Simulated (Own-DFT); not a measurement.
# Shaking the atoms of 2H SiC, 32 atoms (C16Si16)

All numbers below are calculated, not measured. They come from Own-DFT, an in-house plane-wave density functional program, since retired, whose code no person has reviewed. Each row is one single-point run on a periodic cell that was not relaxed, without spin or spin-orbit coupling.

Settings of every run: PBE; PseudoDojo norm-conserving scalar-relativistic files; cutoff 42 hartree; 5 x 5 x 3 k mesh centred on Gamma; Fermi-Dirac smearing of 0.1 eV.

Known limits, some of them of some rows only: some atoms lie very close together; forces on such cells passed a denser k mesh, each cell not checked; stress not checked against mesh or cutoff.

Cell vectors in Å: (6.165, 0.000, 0.000); (-3.083, 5.339, 0.000); (0.000, 0.000, 10.068). In each run every atom was moved at random and independently from its ideal site; u is the rms move along one axis. E is the free energy for each atom above the fitted value at u = 0, and F the rms of the force components.

```
run,u (Å),E (meV/atom),F (eV/Å),largest force (eV/Å),P (GPa)
1,0.0284,28.8,0.817,2.37,3.83
2,0.0287,28.6,0.837,3.14,3.86
3,0.0521,91.7,1.423,4.98,5.19
4,0.0581,117.9,1.610,4.65,5.48
5,0.0644,?,?,?,?
6,0.1013,366.5,2.813,8.25,11.52
7,0.1112,458.9,3.796,18.62,13.44
```

## Worked fit

For small independent moves the energy grows as E = (3/2) K u², with K the mean stiffness felt by one atom. The runs with u up to 0.11 Å give K = 23.3 ± 0.4 eV/Å², with residuals divided by u² + 0.0006 Å², since the noise grows with the moves. The scatter is 2.4 meV/atom at u = 0.05 Å. The forces follow F² = F0² + G² u², fitted to F/u, with G = 27.3 eV/Å² and F0 = 0.27 eV/Å. F0 is the force that atoms already bear on their ideal sites. G exceeds K because the moves of its neighbours add to the force on an atom, and stiffness differs between atoms. The pressure follows P = 3.03 + 818 u² GPa: at fixed volume, shortened bonds push harder than stretched ones pull.

## Withheld run

Question: what energy and rms force should run 5 give?

The fit gives 145 ± 5 meV/atom and about 1.78 eV/Å. The calculation gave 159.3 meV/atom and 2.149 eV/Å. This run lies off the fit, by chance or by something that the fit leaves out.
